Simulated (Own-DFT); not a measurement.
# Computed records: TiO2 (rutile, atoms displaced)

Computed with Own-DFT development build. A calculation, not a measurement: plane-wave PBE density functional theory by an unreviewed code, no spin, of a simulated periodic cell, stress positive in tension, free energy of the whole cell less one offset for each atom, oxygen file: force components 24 meV/angstrom off all-electron in one glass; forces on such cells passed a denser k mesh, this cell's mesh not checked; offsets are fitted by least squares, one for each functional and potential file, so energies compare only between cells with the same atoms and settings and are not formation energies; the far tail of each file's local potential was reset to the Coulomb form; each entry is a single point on an unrelaxed cell, so the pressure reflects the starting lattice, mostly measured values (interpolated for alloys), from which strain is counted, and rises with the displacements; printed positions are rounded, which can move forces by about a meV/angstrom; the program, named Own-DFT, is a retired in-house code; no spin-orbit coupling; before rounding, a Quantum ESPRESSO 7.3.1 run of the same cell and cutoff gave forces within 1 meV/angstrom rms on each cell, which checks the program and not the settings.

Settings shared by all entries: functional PBE; potential files PseudoDojo norm-conserving, scalar-relativistic, standard set; wave cutoff 72 hartree; occupations Fermi-Dirac; smearing width 0.1 eV; k mesh 3 x 3 x 3 centred on Gamma.

```json
{"entry": 1, "formula": "TiO2", "kind": "rutile, atoms displaced", "structure": {"cell_angstrom": [[9.1874, 0.0, 0.0], [0.0, 9.1874, 0.0], [0.0, 0.0, 8.8761]], "atoms_fractional": [["Ti", 0.99223, 0.98647, 0.00456], ["Ti", 0.24071, 0.25481, 0.16797], ["O", 0.13213, 0.16946, 0.98784], ["O", 0.34708, 0.35445, 0.98035], ["O", 0.40303, 0.1077, 0.17858], ["O", 0.0996, 0.39686, 0.15822], ["Ti", 0.98753, 0.00173, 0.32777], ["Ti", 0.23333, 0.27255, 0.49107], ["O", 0.15818, 0.13171, 0.31483], ["O", 0.33138, 0.34229, 0.35033], ["O", 0.38461, 0.09435, 0.49989], ["O", 0.12461, 0.41062, 0.51412], ["Ti", 0.0066, 0.02639, 0.67283], ["Ti", 0.26924, 0.25568, 0.83577], ["O", 0.14122, 0.15398, 0.6668], ["O", 0.34813, 0.35575, 0.65448], ["O", 0.40587, 0.10566, 0.81994], ["O", 0.09341, 0.38269, 0.82876], ["Ti", 0.99923, 0.51295, 0.00928], ["Ti", 0.25933, 0.74239, 0.14533], ["O", 0.15089, 0.64951, 0.00854], ["O", 0.35538, 0.86405, 0.00827], ["O", 0.39549, 0.62, 0.16761], ["O", 0.09483, 0.90306, 0.1886], ["Ti", 0.00581, 0.49647, 0.31683], ["Ti", 0.24086, 0.74439, 0.5173], ["O", 0.15556, 0.65715, 0.33376], ["O", 0.33981, 0.86326, 0.33441], ["O", 0.40021, 0.60181, 0.49581], ["O", 0.11616, 0.88064, 0.4891], ["Ti", 0.01184, 0.49614, 0.6748], ["Ti", 0.25053, 0.75139, 0.8299], ["O", 0.15944, 0.6573, 0.65601], ["O", 0.35993, 0.85875, 0.67358], ["O", 0.3899, 0.60312, 0.81396], ["O", 0.10457, 0.89695, 0.82956], ["Ti", 0.47931, 0.98243, 0.9981], ["Ti", 0.75594, 0.24116, 0.20505], ["O", 0.66493, 0.1475, 0.01586], ["O", 0.86118, 0.34479, 0.007], ["O", 0.88513, 0.07136, 0.16231], ["O", 0.60889, 0.39889, 0.16079], ["Ti", 0.49989, 0.01234, 0.363], ["Ti", 0.76208, 0.24858, 0.48893], ["O", 0.6549, 0.14428, 0.31362], ["O", 0.84591, 0.3571, 0.33194], ["O", 0.89656, 0.10026, 0.50737], ["O", 0.59139, 0.39063, 0.52265], ["Ti", 0.52168, 0.00294, 0.65096], ["Ti", 0.73988, 0.24324, 0.83096], ["O", 0.65698, 0.13199, 0.67574], ["O", 0.83411, 0.33068, 0.6623], ["O", 0.89627, 0.08474, 0.85544], ["O", 0.61588, 0.40384, 0.83125], ["Ti", 0.49893, 0.49181, 0.00305], ["Ti", 0.75181, 0.75482, 0.16734], ["O", 0.67034, 0.67139, 0.00416], ["O", 0.83317, 0.85748, 0.99234], ["O", 0.91678, 0.6253, 0.16779], ["O", 0.57165, 0.90178, 0.17691], ["Ti", 0.49555, 0.4983, 0.34041], ["Ti", 0.75503, 0.72827, 0.50468], ["O", 0.64592, 0.64862, 0.32386], ["O", 0.84937, 0.84859, 0.32242], ["O", 0.92017, 0.59692, 0.51505], ["O", 0.58121, 0.87672, 0.49277], ["Ti", 0.49699, 0.48656, 0.6579], ["Ti", 0.75635, 0.73052, 0.81381], ["O", 0.66005, 0.66223, 0.66466], ["O", 0.82944, 0.87684, 0.63319], ["O", 0.89405, 0.60645, 0.83602], ["O", 0.59022, 0.91788, 0.8637]]}, "results": {"free_energy_of_cell_above_offsets [eV]": "1.925", "pressure [GPa]": 14.6, "stress_xx [GPa]": -15.45, "stress_yy [GPa]": -13.09, "stress_zz [GPa]": -15.26, "stress_yz [GPa]": 0.12, "stress_xz [GPa]": 2.0, "stress_xy [GPa]": -1.7, "force_element": ["Ti", "Ti", "O", "O", "O", "O", "Ti", "Ti", "O", "O", "O", "O", "Ti", "Ti", "O", "O", "O", "O", "Ti", "Ti", "O", "O", "O", "O", "Ti", "Ti", "O", "O", "O", "O", "Ti", "Ti", "O", "O", "O", "O", "Ti", "Ti", "O", "O", "O", "O", "Ti", "Ti", "O", "O", "O", "O", "Ti", "Ti", "O", "O", "O", "O", "Ti", "Ti", "O", "O", "O", "O", "Ti", "Ti", "O", "O", "O", "O", "Ti", "Ti", "O", "O", "O", "O"], "force_x [eV/angstrom]": [0.589, 1.715, 2.248, 1.704, -1.105, -1.219, 1.876, 2.024, -0.847, 3.674, 1.467, -5.655, -1.12, -1.902, 1.239, -0.133, -1.012, -0.862, -2.705, -2.3, 0.231, -8.58, 4.04, 0.089, 1.718, 4.014, -1.07, 0.601, 2.173, -3.598, -0.263, 1.261, -3.51, -1.583, 1.537, -0.804, 6.84, 1.411, -0.043, 0.598, 0.301, -2.439, -3.392, -0.256, -2.424, 1.724, 0.176, 1.579, -3.381, 0.749, 1.535, 2.086, 0.359, -2.298, 1.959, -2.105, -2.81, 1.651, 0.962, 1.967, 0.606, 1.683, 0.014, -0.629, -1.28, 0.688, -1.749, -0.83, -3.168, -0.011, 3.463, 2.53], "force_y [eV/angstrom]": [-0.34, -5.656, -0.477, 2.073, 1.952, 2.113, -2.226, -8.458, 2.781, 3.134, 0.737, 4.553, -3.037, -3.714, 1.2, -0.612, 1.065, 3.1, -3.24, 4.532, 0.11, -7.682, -4.957, -0.566, 4.132, 4.237, -2.677, -0.653, -1.908, 3.846, -0.625, 1.644, -3.821, -1.858, -1.017, 0.196, 9.29, 0.543, 1.799, 1.714, 2.195, 1.479, -3.476, -0.367, -1.898, 1.654, 0.76, -0.93, -2.895, -1.657, 2.0, 1.786, 0.963, 1.752, 0.57, 2.74, -3.23, -0.241, -2.858, -0.856, 1.779, 3.357, -1.471, -0.387, -0.335, 1.313, 2.059, 5.837, -3.027, -2.702, -2.653, -2.484], "force_z [eV/angstrom]": [-0.097, -1.069, 1.24, 3.185, -0.443, 1.145, -0.175, 2.335, 0.981, -4.239, 1.711, -0.242, 1.632, -1.574, -0.44, 0.89, 0.084, -0.847, -1.648, 6.288, -2.321, -1.085, 0.086, -2.135, 1.472, -6.763, -0.758, -0.681, -0.625, 0.883, 0.878, -1.753, 6.027, 1.198, 1.77, 0.11, 2.844, -14.02, -1.207, -0.339, 1.188, -0.019, -6.363, 5.047, 5.766, 2.589, -1.487, -3.933, 3.99, 5.37, -1.448, -0.985, -2.792, 0.569, -0.328, -0.397, -2.091, 0.181, 0.587, 0.251, -0.257, -2.803, 1.15, 1.996, -1.187, 0.466, 2.853, 5.014, -1.099, 1.165, -0.552, -4.742]}}
{"entry": 2, "formula": "TiO2", "kind": "rutile, atoms displaced", "structure": {"cell_angstrom": [[9.1874, 0.0, 0.0], [0.0, 9.1874, 0.0], [0.0, 0.0, 8.8761]], "atoms_fractional": [["Ti", 0.99763, 0.99953, 0.98664], ["Ti", 0.24493, 0.24954, 0.15714], ["O", 0.15158, 0.17828, 0.9796], ["O", 0.35249, 0.3588, 0.97737], ["O", 0.38742, 0.08903, 0.14619], ["O", 0.1065, 0.40671, 0.18181], ["Ti", 0.0169, 0.99927, 0.3126], ["Ti", 0.25046, 0.24697, 0.50573], ["O", 0.15374, 0.16494, 0.33745], ["O", 0.367, 0.35736, 0.3156], ["O", 0.39516, 0.09423, 0.51208], ["O", 0.09106, 0.40645, 0.51278], ["Ti", 0.00266, 0.98206, 0.65334], ["Ti", 0.26305, 0.23926, 0.84177], ["O", 0.14255, 0.16037, 0.66748], ["O", 0.35398, 0.35734, 0.67384], ["O", 0.37764, 0.09807, 0.84498], ["O", 0.11387, 0.38873, 0.85584], ["Ti", 0.00654, 0.49986, 0.00923], ["Ti", 0.2396, 0.75029, 0.19101], ["O", 0.15233, 0.67781, 0.98386], ["O", 0.34284, 0.84625, 0.99352], ["O", 0.39892, 0.59541, 0.1588], ["O", 0.1015, 0.89522, 0.16068], ["Ti", 0.99807, 0.49884, 0.32013], ["Ti", 0.24918, 0.74443, 0.51173], ["O", 0.17631, 0.64409, 0.31777], ["O", 0.336, 0.83783, 0.31417], ["O", 0.40454, 0.61139, 0.49927], ["O", 0.11997, 0.89303, 0.52085], ["Ti", 0.00176, 0.50076, 0.6692], ["Ti", 0.27072, 0.73274, 0.83887], ["O", 0.14264, 0.66969, 0.68773], ["O", 0.32558, 0.85626, 0.67677], ["O", 0.40145, 0.59155, 0.82778], ["O", 0.11713, 0.89948, 0.80819], ["Ti", 0.49263, 0.98703, 0.01591], ["Ti", 0.75569, 0.26308, 0.15745], ["O", 0.6531, 0.13152, 0.00045], ["O", 0.83677, 0.3322, 0.00834], ["O", 0.92797, 0.1026, 0.16176], ["O", 0.6117, 0.42419, 0.1535], ["Ti", 0.50258, 0.00879, 0.35183], ["Ti", 0.76054, 0.26938, 0.49727], ["O", 0.6328, 0.15357, 0.34561], ["O", 0.84035, 0.31951, 0.33481], ["O", 0.89556, 0.08949, 0.5072], ["O", 0.61408, 0.40786, 0.51447], ["Ti", 0.50264, 0.9952, 0.6491], ["Ti", 0.76811, 0.26882, 0.82321], ["O", 0.64706, 0.16106, 0.6744], ["O", 0.86087, 0.34515, 0.67185], ["O", 0.88212, 0.1067, 0.80405], ["O", 0.59856, 0.40767, 0.80057], ["Ti", 0.50763, 0.50003, 0.99668], ["Ti", 0.75795, 0.74134, 0.18674], ["O", 0.63744, 0.65111, 0.9925], ["O", 0.84058, 0.8623, 0.00317], ["O", 0.91641, 0.60947, 0.1569], ["O", 0.60083, 0.89605, 0.17865], ["Ti", 0.50237, 0.50962, 0.33848], ["Ti", 0.75989, 0.75034, 0.51319], ["O", 0.64556, 0.63643, 0.32137], ["O", 0.86089, 0.84387, 0.3287], ["O", 0.89678, 0.62713, 0.49221], ["O", 0.59881, 0.89542, 0.48467], ["Ti", 0.52852, 0.5115, 0.66507], ["Ti", 0.75133, 0.73139, 0.8435], ["O", 0.65587, 0.66272, 0.67932], ["O", 0.85192, 0.85404, 0.65522], ["O", 0.89985, 0.60414, 0.81278], ["O", 0.5705, 0.8982, 0.82879]]}, "results": {"free_energy_of_cell_above_offsets [eV]": "-0.493", "pressure [GPa]": 15.13, "stress_xx [GPa]": -13.41, "stress_yy [GPa]": -13.97, "stress_zz [GPa]": -18.01, "stress_yz [GPa]": 1.78, "stress_xz [GPa]": 2.4, "stress_xy [GPa]": 1.33, "force_element": ["Ti", "Ti", "O", "O", "O", "O", "Ti", "Ti", "O", "O", "O", "O", "Ti", "Ti", "O", "O", "O", "O", "Ti", "Ti", "O", "O", "O", "O", "Ti", "Ti", "O", "O", "O", "O", "Ti", "Ti", "O", "O", "O", "O", "Ti", "Ti", "O", "O", "O", "O", "Ti", "Ti", "O", "O", "O", "O", "Ti", "Ti", "O", "O", "O", "O", "Ti", "Ti", "O", "O", "O", "O", "Ti", "Ti", "O", "O", "O", "O", "Ti", "Ti", "O", "O", "O", "O"], "force_x [eV/angstrom]": [-0.159, 3.179, -4.16, 0.858, -1.426, -1.498, -1.149, 0.134, -0.195, -1.367, -0.676, -0.328, 0.985, 1.926, 0.948, -0.715, 3.775, -4.885, 3.747, 2.803, -4.157, 1.074, 1.018, -1.713, 1.211, 0.862, -6.055, 3.859, 1.066, -1.561, 3.173, 0.522, -1.256, 3.135, 1.686, -3.384, 1.474, -5.927, 0.861, 4.348, -0.624, 1.258, 0.226, -2.475, 0.605, 4.174, 0.405, -0.022, 1.389, -3.663, -0.393, 1.097, 2.378, 2.551, -3.422, -2.248, 2.889, 0.557, -0.385, -0.053, -3.575, -1.556, 3.354, -0.469, 3.209, -0.611, -5.543, -0.89, 0.394, -1.953, 0.007, 1.356], "force_y [eV/angstrom]": [-0.918, -0.8, -3.619, 0.002, 1.903, 0.569, 0.971, 1.409, -0.856, -1.655, 0.232, 0.895, 3.022, 2.713, 0.538, -0.692, -3.394, 4.956, 0.345, 0.559, -4.217, 0.545, -0.48, 2.042, 0.468, 0.088, -6.083, 4.345, -0.838, 1.234, 0.522, 2.475, -3.302, 0.086, -0.691, 2.637, -0.924, -4.916, 2.114, 4.434, 0.174, -2.152, 0.206, -5.306, 0.679, 4.132, 0.592, 0.57, -0.454, -5.338, -0.408, 2.081, -1.484, -1.936, -0.622, 3.323, 1.694, -0.754, -0.983, -0.326, -1.514, 2.456, 2.743, 0.007, -4.606, 0.025, -0.095, 3.645, 0.828, -1.703, -1.032, -0.163], "force_z [eV/angstrom]": [-2.364, 0.222, 6.008, 3.269, 2.729, -1.102, 1.987, 3.684, -1.006, 0.263, -1.422, -2.391, 1.448, -6.511, -2.045, -2.694, -0.664, -0.283, -4.739, -10.88, 2.76, 1.11, -0.091, -0.55, 3.278, 1.843, 6.574, 5.18, -0.389, -3.775, 0.435, 0.19, -3.049, -2.668, -0.332, 2.962, -2.469, 1.058, 1.215, -2.747, 0.206, 1.072, -4.715, 4.039, -0.266, -2.782, -1.919, -2.274, 6.463, 0.523, -0.832, -2.359, 2.548, 4.569, 0.823, -1.241, -0.118, -0.594, 1.209, 0.386, -1.255, -0.04, 0.522, -0.118, -0.526, 1.189, -0.983, 1.858, -1.74, 0.917, 2.495, -1.105]}}
{"entry": 3, "formula": "TiO2", "kind": "rutile, atoms displaced", "structure": {"cell_angstrom": [[9.1874, 0.0, 0.0], [0.0, 9.1874, 0.0], [0.0, 0.0, 8.8761]], "atoms_fractional": [["Ti", 0.01371, 0.97948, 0.00534], ["Ti", 0.25706, 0.26121, 0.16046], ["O", 0.1528, 0.141, 0.00066], ["O", 0.33741, 0.34059, 0.01435], ["O", 0.39939, 0.09665, 0.18603], ["O", 0.10347, 0.39589, 0.18855], ["Ti", 0.98851, 0.02014, 0.33181], ["Ti", 0.24044, 0.23583, 0.48761], ["O", 0.13816, 0.1537, 0.31895], ["O", 0.33506, 0.36166, 0.36243], ["O", 0.42518, 0.09429, 0.50017], ["O", 0.10015, 0.4083, 0.50275], ["Ti", 0.01398, 0.98429, 0.67037], ["Ti", 0.25231, 0.23811, 0.84129], ["O", 0.16166, 0.15818, 0.64767], ["O", 0.34684, 0.35398, 0.67342], ["O", 0.40892, 0.10008, 0.83201], ["O", 0.08869, 0.41534, 0.83519], ["Ti", 0.00226, 0.485, 0.99433], ["Ti", 0.26312, 0.7701, 0.14283], ["O", 0.14302, 0.67062, 0.00207], ["O", 0.35483, 0.84577, 0.98363], ["O", 0.40778, 0.60291, 0.1542], ["O", 0.09673, 0.89655, 0.15778], ["Ti", 0.99977, 0.51129, 0.32195], ["Ti", 0.25099, 0.76351, 0.48045], ["O", 0.14747, 0.65639, 0.35026], ["O", 0.34535, 0.8573, 0.32869], ["O", 0.39185, 0.59739, 0.48767], ["O", 0.09453, 0.90793, 0.48429], ["Ti", 0.99615, 0.50199, 0.66165], ["Ti", 0.24314, 0.75382, 0.84714], ["O", 0.14815, 0.66488, 0.65674], ["O", 0.3555, 0.864, 0.6866], ["O", 0.38546, 0.58355, 0.84881], ["O", 0.10353, 0.9064, 0.84082], ["Ti", 0.49899, 0.98848, 0.9989], ["Ti", 0.74107, 0.25267, 0.17547], ["O", 0.66143, 0.16046, 0.99103], ["O", 0.86181, 0.33436, 0.99714], ["O", 0.91998, 0.09957, 0.14937], ["O", 0.6071, 0.40298, 0.16574], ["Ti", 0.50696, 0.99467, 0.33377], ["Ti", 0.72644, 0.24965, 0.49504], ["O", 0.65067, 0.14721, 0.3269], ["O", 0.8613, 0.34632, 0.31744], ["O", 0.90402, 0.08194, 0.48447], ["O", 0.62061, 0.41267, 0.47077], ["Ti", 0.48292, 0.97937, 0.64356], ["Ti", 0.74393, 0.26248, 0.85076], ["O", 0.6532, 0.14916, 0.67428], ["O", 0.84373, 0.33994, 0.65588], ["O", 0.9079, 0.09391, 0.83052], ["O", 0.62131, 0.40557, 0.82968], ["Ti", 0.49666, 0.4865, 0.00096], ["Ti", 0.74965, 0.75319, 0.1556], ["O", 0.66691, 0.65221, 0.00273], ["O", 0.84416, 0.84824, 0.00439], ["O", 0.90041, 0.6313, 0.18852], ["O", 0.6026, 0.90633, 0.16415], ["Ti", 0.49613, 0.48131, 0.31963], ["Ti", 0.76776, 0.76211, 0.50528], ["O", 0.64706, 0.65455, 0.32564], ["O", 0.85599, 0.84474, 0.34721], ["O", 0.9103, 0.58579, 0.49944], ["O", 0.59544, 0.91457, 0.50257], ["Ti", 0.503, 0.49885, 0.66347], ["Ti", 0.77615, 0.74198, 0.82982], ["O", 0.63768, 0.65302, 0.65923], ["O", 0.84415, 0.84376, 0.66326], ["O", 0.89515, 0.58722, 0.85011], ["O", 0.5972, 0.88443, 0.82407]]}, "results": {"free_energy_of_cell_above_offsets [eV]": "-5.104", "pressure [GPa]": 13.09, "stress_xx [GPa]": -11.82, "stress_yy [GPa]": -11.98, "stress_zz [GPa]": -15.46, "stress_yz [GPa]": 2.72, "stress_xz [GPa]": 1.84, "stress_xy [GPa]": -0.69, "force_element": ["Ti", "Ti", "O", "O", "O", "O", "Ti", "Ti", "O", "O", "O", "O", "Ti", "Ti", "O", "O", "O", "O", "Ti", "Ti", "O", "O", "O", "O", "Ti", "Ti", "O", "O", "O", "O", "Ti", "Ti", "O", "O", "O", "O", "Ti", "Ti", "O", "O", "O", "O", "Ti", "Ti", "O", "O", "O", "O", "Ti", "Ti", "O", "O", "O", "O", "Ti", "Ti", "O", "O", "O", "O", "Ti", "Ti", "O", "O", "O", "O", "Ti", "Ti", "O", "O", "O", "O"], "force_x [eV/angstrom]": [-3.946, -3.066, 1.632, 3.025, -0.141, -0.007, 0.461, -0.505, 2.434, 1.496, -3.654, 0.057, -1.545, 0.818, -1.555, 0.568, -1.214, 2.236, -0.556, -1.23, 0.206, 0.614, -0.37, 2.261, -0.179, -1.223, 0.821, 0.484, 1.532, 1.248, 0.734, -0.696, 0.172, -5.471, 1.36, 1.162, 3.238, 3.369, -2.481, 1.234, -1.953, -0.86, -0.172, 2.499, 0.561, -1.63, -2.381, -1.85, 5.318, 2.918, 0.193, 0.85, 1.159, -3.741, 0.576, -1.641, -1.659, 1.313, 2.404, -0.827, -0.052, -2.709, -0.178, -0.765, -2.313, 3.345, -1.412, -4.233, 1.122, 2.484, 0.454, -0.144], "force_y [eV/angstrom]": [3.591, -3.874, 1.744, 2.563, 0.682, 1.087, -1.793, 1.411, 0.99, -0.431, 3.446, -0.863, 2.792, -0.95, -2.111, -0.453, 0.878, -1.747, -0.338, -1.561, -0.957, 0.914, -0.614, -1.612, -0.038, -2.846, 0.586, -0.041, -0.23, -0.219, -1.567, -3.537, 0.615, -4.846, -0.197, -1.089, 1.482, -1.032, -2.2, 1.978, 0.149, -0.198, -0.106, -1.181, 0.305, -0.908, 2.492, 0.347, 4.329, -3.348, 0.975, 0.906, -1.11, 3.169, 2.947, -1.22, -1.392, 0.798, -3.069, 0.721, 4.295, -2.883, 0.28, 0.402, 2.169, -3.354, 1.004, 1.059, -0.092, 1.536, 0.143, 1.219], "force_z [eV/angstrom]": [-0.19, 5.014, -0.148, -4.108, -1.681, -2.583, -2.128, -0.097, 1.099, -3.104, -2.447, 0.579, -0.39, -3.114, 3.594, 0.564, 1.289, 0.505, 1.338, 4.941, 0.648, 1.057, -0.249, 2.034, 1.995, 1.875, -1.598, -1.493, 1.087, 1.582, -2.469, -6.538, 1.825, 0.2, -0.252, -2.2, -2.46, -0.609, 2.717, 1.847, 0.467, -1.053, -0.967, 4.989, -0.681, -0.2, 3.796, 1.341, 5.549, -5.357, -1.607, -0.251, -1.557, 0.437, -1.903, 3.042, -0.979, -2.281, -1.074, -0.518, 2.992, -4.686, 0.295, -0.507, 0.31, -2.16, -1.263, 1.837, 0.669, 1.842, -0.743, 2.288]}}
{"entry": 4, "formula": "TiO2", "kind": "rutile, atoms displaced", "structure": {"cell_angstrom": [[9.1874, 0.0, 0.0], [0.0, 9.1874, 0.0], [0.0, 0.0, 8.8761]], "atoms_fractional": [["Ti", 0.02245, 0.99922, 0.99336], ["Ti", 0.28478, 0.24626, 0.18142], ["O", 0.14231, 0.14654, 0.00015], ["O", 0.3522, 0.33943, 0.99065], ["O", 0.38707, 0.09846, 0.17779], ["O", 0.08262, 0.4065, 0.18146], ["Ti", 0.02367, 0.01318, 0.33319], ["Ti", 0.26015, 0.25718, 0.52854], ["O", 0.16294, 0.15447, 0.34668], ["O", 0.35698, 0.36159, 0.34096], ["O", 0.39813, 0.09465, 0.48035], ["O", 0.10691, 0.40635, 0.50727], ["Ti", 0.99481, 0.01903, 0.67047], ["Ti", 0.2376, 0.26714, 0.84809], ["O", 0.15589, 0.15735, 0.67883], ["O", 0.35406, 0.33285, 0.65422], ["O", 0.39392, 0.11804, 0.81959], ["O", 0.09153, 0.38681, 0.82646], ["Ti", 0.99189, 0.50424, 0.99793], ["Ti", 0.2326, 0.76307, 0.17647], ["O", 0.14709, 0.66084, 0.02534], ["O", 0.31545, 0.86192, 0.00345], ["O", 0.41828, 0.58273, 0.14147], ["O", 0.10498, 0.91608, 0.18332], ["Ti", 0.98398, 0.48801, 0.32425], ["Ti", 0.23908, 0.75261, 0.5133], ["O", 0.13267, 0.65453, 0.33313], ["O", 0.33929, 0.87112, 0.33132], ["O", 0.40301, 0.60677, 0.50456], ["O", 0.07586, 0.90532, 0.48561], ["Ti", 0.00225, 0.49798, 0.67248], ["Ti", 0.24853, 0.76315, 0.84839], ["O", 0.17197, 0.64437, 0.66849], ["O", 0.33821, 0.84645, 0.65577], ["O", 0.41977, 0.59492, 0.84765], ["O", 0.09788, 0.90083, 0.83565], ["Ti", 0.54135, 0.01014, 0.99185], ["Ti", 0.74681, 0.25727, 0.19318], ["O", 0.67127, 0.14348, 0.02663], ["O", 0.84197, 0.35529, 0.99272], ["O", 0.89499, 0.09607, 0.14041], ["O", 0.58777, 0.38553, 0.17385], ["Ti", 0.51252, 0.99703, 0.31458], ["Ti", 0.75967, 0.25311, 0.50357], ["O", 0.6386, 0.15527, 0.3148], ["O", 0.85248, 0.33389, 0.34663], ["O", 0.9218, 0.09403, 0.52619], ["O", 0.57807, 0.38629, 0.502], ["Ti", 0.51299, 0.98967, 0.67138], ["Ti", 0.76265, 0.26734, 0.84101], ["O", 0.64463, 0.13139, 0.6702], ["O", 0.86417, 0.36699, 0.65671], ["O", 0.8852, 0.09702, 0.83849], ["O", 0.58823, 0.40603, 0.8469], ["Ti", 0.5108, 0.50598, 0.00487], ["Ti", 0.76579, 0.74059, 0.16535], ["O", 0.68151, 0.66223, 0.98684], ["O", 0.85686, 0.84725, 0.96652], ["O", 0.92344, 0.59491, 0.15226], ["O", 0.60816, 0.89675, 0.15106], ["Ti", 0.49105, 0.51413, 0.34246], ["Ti", 0.75092, 0.76422, 0.50637], ["O", 0.67457, 0.6627, 0.33034], ["O", 0.85442, 0.84645, 0.31234], ["O", 0.89626, 0.57515, 0.49195], ["O", 0.63251, 0.88914, 0.48581], ["Ti", 0.49447, 0.48634, 0.68963], ["Ti", 0.75745, 0.71306, 0.82673], ["O", 0.64969, 0.66918, 0.6586], ["O", 0.83355, 0.85338, 0.67122], ["O", 0.88298, 0.59912, 0.81027], ["O", 0.58524, 0.91906, 0.82195]]}, "results": {"free_energy_of_cell_above_offsets [eV]": "2.351", "pressure [GPa]": 19.21, "stress_xx [GPa]": -17.45, "stress_yy [GPa]": -17.86, "stress_zz [GPa]": -22.31, "stress_yz [GPa]": -1.82, "stress_xz [GPa]": -1.67, "stress_xy [GPa]": 2.36, "force_element": ["Ti", "Ti", "O", "O", "O", "O", "Ti", "Ti", "O", "O", "O", "O", "Ti", "Ti", "O", "O", "O", "O", "Ti", "Ti", "O", "O", "O", "O", "Ti", "Ti", "O", "O", "O", "O", "Ti", "Ti", "O", "O", "O", "O", "Ti", "Ti", "O", "O", "O", "O", "Ti", "Ti", "O", "O", "O", "O", "Ti", "Ti", "O", "O", "O", "O", "Ti", "Ti", "O", "O", "O", "O", "Ti", "Ti", "O", "O", "O", "O", "Ti", "Ti", "O", "O", "O", "O"], "force_x [eV/angstrom]": [-4.548, -3.669, 2.486, 0.482, 3.48, 2.255, -2.275, -4.701, -0.375, -0.938, 1.564, -0.163, 1.686, 2.193, -0.91, 4.909, 1.848, -2.134, 2.548, 1.03, -0.837, 2.492, -3.475, -0.011, 2.625, -0.34, 1.553, 0.818, 0.464, 2.152, 3.098, -0.126, -1.915, 1.064, -2.256, 0.936, -2.995, 0.413, -0.84, 0.621, 0.653, 1.447, -2.758, -2.91, 1.211, 0.047, -5.261, 2.497, -4.884, -0.213, 2.961, -4.7, 0.544, 3.301, 1.961, 1.032, -5.291, 0.386, -3.169, -1.202, 0.697, 6.149, -2.595, 0.754, 0.171, -7.437, 0.648, -3.628, -2.537, 2.238, 8.884, 2.791], "force_y [eV/angstrom]": [-0.883, 3.159, 2.83, 1.265, -2.848, -2.442, 1.214, -5.089, 0.813, -0.372, -0.247, -0.188, -3.953, -5.028, -0.791, 5.617, -2.075, 3.131, -0.581, -0.275, -1.999, 0.401, 3.845, -0.668, 3.238, -0.164, 0.598, -2.177, -0.503, -2.229, 2.213, 0.217, -0.74, 1.083, 1.817, -1.216, 0.424, -1.41, 1.327, 1.142, 0.859, 0.77, -1.584, -0.693, -0.181, -0.355, 5.145, 0.366, 3.411, -3.152, 3.64, -4.736, 1.565, -3.366, -1.184, 3.046, -4.24, -0.213, 1.463, 0.338, -0.092, -4.398, -3.017, 0.724, 1.132, 7.137, 1.816, 11.31, -3.103, 0.961, -7.599, -4.228], "force_z [eV/angstrom]": [2.617, 0.591, -0.044, 2.052, -1.659, -3.811, -0.638, -7.879, -1.54, -0.87, 0.441, -0.165, 4.25, 0.312, -0.371, 7.273, 0.699, 1.003, 1.091, 2.378, -3.256, 0.109, 5.126, -2.243, 4.0, -1.982, -0.296, -0.078, -0.572, 2.593, -5.444, -0.912, 1.244, 1.708, -1.601, -2.053, 0.147, -4.414, -2.536, 1.021, 2.153, -0.374, 3.537, 3.11, 2.783, 0.51, -5.946, 0.413, -5.288, -0.991, -1.269, 0.544, -0.684, -2.795, 0.679, 1.04, 5.188, 1.786, 0.946, 0.179, 0.741, -0.228, -1.339, -0.073, 1.269, -1.363, -3.241, -3.161, 0.122, 0.055, 0.835, 4.574]}}
```
